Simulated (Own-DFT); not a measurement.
# Stretching a layer in its plane: wurtzite AlGaN with randomly placed atoms, 72 atoms (Al9Ga27N36)

The numbers are computed, not measured, by runs of the plane-wave DFT program Own-DFT (in-house, retired, unreviewed) at fixed positions, with no spin and no spin-orbit coupling.

Method: PBE; PseudoDojo norm-conserving scalar-relativistic files; cutoff 42 hartree; 4 x 4 x 3 k mesh centred on Gamma; Fermi-Dirac smearing of 0.1 eV.

Limits: forces on such cells passed a denser k mesh, each cell not checked; stress not checked against mesh or cutoff.

Unstrained cell vectors in Å: (9.509, 0.000, 0.000); (-4.755, 8.235, 0.000); (0.000, 0.000, 10.268). The unstrained cell has measured lattice constants (interpolated for alloys), not those of this functional. That, the random moves and any unrelaxed bonds set the pressure at no strain. Each run strains x and y alike by e, as a substrate would, and holds the height along z. Each atom got a random Gaussian move of width 0.05 Å along each axis. The random placing of the alloy's atoms differs from row to row. Stress is positive in tension.

```
e (%)  u (Å)  (s_xx + s_yy)/2 (GPa)  s_zz (GPa)
-2.50  0.049                 -21.78      -14.11
-1.25  0.049                 -14.36       -9.91
-1.00  0.049                 -12.91       -9.94
-0.75  0.054                 -12.52       -8.92
 0.50  0.049                      ?           ?
 1.00  0.050                  -1.59       -8.61
 1.50  0.054                  -0.17       -5.79
 1.75  0.048                   1.90       -7.18
 2.25  0.047                   3.41       -3.66
 2.50  0.051                   4.24       -4.37
```

## Analysis

With e as a fraction, the in-plane stress is -7.5 + 534 e - 1975 e² GPa (errors 12 and 947, scatter 0.60), and s_zz is -8.7 + 170 e GPa (slope ± 23, scatter 1.19). At e = 0 the first slope is C11 + C12 and the second 2 C13, both with the ions held to the strained lattice and at the cell's own pressure. A free layer would change its height as e changes, and the in-plane slope would drop by 2 C13²/C33 to the biaxial modulus. At fixed height, a misfit of 1 % moves the in-plane stress by about 5.3 GPa and s_zz by 1.7 GPa.

## Withheld run

Q: what are the two stresses at e = 0.50 %?

The fit gives -4.8 and -7.9 GPa. The run itself gave -5.06 and -7.20 GPa.
